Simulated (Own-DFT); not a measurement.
# A layer strained by its substrate: wurtzite GaN, 72 atoms (Ga36N36)

No measurement is shown. These are fixed-geometry runs of a retired plane-wave code named Own-DFT, which no person has reviewed; spin and spin-orbit coupling are neglected.

Common settings: PBE; PseudoDojo norm-conserving scalar-relativistic files; cutoff 42 hartree; 4 x 4 x 3 k mesh centred on Gamma; Fermi-Dirac smearing of 0.1 eV.

Limits: forces not confirmed at this smearing and k mesh; stress not checked against mesh or cutoff.

Unstrained cell vectors in Å: (9.567, 0.000, 0.000); (-4.784, 8.285, 0.000); (0.000, 0.000, 10.370). The unstrained cell has measured lattice constants (interpolated for alloys), not those of this functional. That, the random moves and any unrelaxed bonds set the pressure at no strain. Each run strains x and y alike by e, as a substrate would, and holds the height along z. Random moves of width 0.05 Å per axis were added to every atom. Stress is positive in tension.

| e (%) | u (Å) | (s_xx + s_yy)/2 (GPa) | s_zz (GPa) |
|---|---|---|---|
| -2.25 | 0.049 | -20.91 | -11.65 |
| -1.25 | 0.051 | -13.93 | -12.51 |
| -0.75 | 0.052 | -11.16 | -10.08 |
| -0.50 | 0.052 | -11.62 | -7.69 |
| 0.50 | 0.045 | ? | ? |
| 1.00 | 0.047 | -2.07 | -7.06 |
| 1.25 | 0.049 | -0.87 | -7.36 |
| 1.75 | 0.048 | 1.56 | -5.71 |
| 2.00 | 0.054 | 1.57 | -5.25 |
| 3.00 | 0.048 | 5.74 | -2.74 |

## Working it out

With e as a fraction, the in-plane stress is -7.4 + 533 e - 3033 e² GPa (errors 17 and 1070, scatter 0.76), and s_zz is -8.6 + 172 e GPa (slope ± 22, scatter 1.09). At e = 0 the first slope is C11 + C12 and the second 2 C13, both with the ions held to the strained lattice and at the cell's own pressure. A free layer would change its height as e changes, and the in-plane slope would drop by 2 C13²/C33 to the biaxial modulus. At fixed height, a misfit of 1 % moves the in-plane stress by about 5.3 GPa and s_zz by 1.7 GPa.

## The run left out

Question: what are the two stresses at e = 0.50 %?

From the fit: -4.8 and -7.7 GPa. DFT gave -4.66 and -6.51 GPa.
